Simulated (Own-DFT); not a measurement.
# One host, several defects: C11b WSi2

Everything here is calculated. The program is Own-DFT (plane waves, in-house, since retired, never reviewed by a person); positions were held fixed, and spin and spin-orbit coupling were off.

Settings: PBE; PseudoDojo norm-conserving scalar-relativistic files; cutoff 50 hartree; 5 x 5 x 5 k mesh centred on Gamma; cold (Marzari-Vanderbilt) smearing of 0.2 eV.

Keep in mind: forces on such cells failed a check on a denser k mesh; stress not checked against mesh or cutoff.

All runs share one cell, with vectors in Å (-2.148, -5.953, 3.409); (-6.444, 2.976, 1.136); (-2.553, -2.948, -6.757) and a volume of 403.2 Å³. u is the rms random offset of the atoms per axis. The defect's site can differ from row to row.

| cell | formula | u (Å) | P (GPa) |
|---|---|---|---|
| no defect | Si20W10 | 0.0215 | 4.66 |
| no defect | Si20W10 | 0.0460 | 5.95 |
| no defect | Si20W10 | 0.0478 | 6.13 |
| one Si on a W site | Si21W9 | 0.0303 | ? |
| one Si on a W site | Si21W9 | 0.0327 | 6.52 |
| one Si on a W site | Si21W9 | 0.0517 | 7.18 |
| one Si on a W site | Si21W9 | 0.0525 | 6.91 |
| one W vacancy | Si20W9 | 0.0257 | 3.14 |
| one W vacancy | Si20W9 | 0.0503 | 4.41 |
| one W vacancy | Si20W9 | 0.0534 | 4.11 |
| one W on a Si site | Si19W11 | 0.0332 | 10.14 |
| one W on a Si site | Si19W11 | 0.0477 | 10.46 |
| one W on a Si site | Si19W11 | 0.0485 | 10.86 |
| one Si vacancy | Si19W10 | 0.0300 | 3.25 |
| one Si vacancy | Si19W10 | 0.0549 | 4.33 |
| one Si vacancy | Si19W10 | 0.0563 | 5.12 |

## Fit

P = P0 + c u² + a shift for each defect gives P0 = 4.64 GPa, c = 581 ± 88 GPa/Å² and a scatter of 0.29 GPa. The shifts, and each times the cell's volume:

- one W on a Si site: 4.74 ± 0.24 GPa, 11.9 eV
- one Si on a W site: 0.98 ± 0.24 GPa, 2.5 eV
- one Si vacancy: -1.78 ± 0.25 GPa, -4.5 eV
- one W vacancy: -1.92 ± 0.24 GPa, -4.8 eV

Positive is outwards. The product with the volume (160.2 GPa Å³ to the eV) is nearly free of the cell's size; divided by the bulk modulus at the cell's pressure it gives the volume that the defect adds. The atoms around the defects weren't relaxed, which would change these numbers.

## Test on the hidden row

Q: what pressure belongs in the blank (one Si on a W site, u = 0.0303 Å)?

Estimate: 6.15 ± 0.35 GPa. The run itself gave 6.48 GPa.
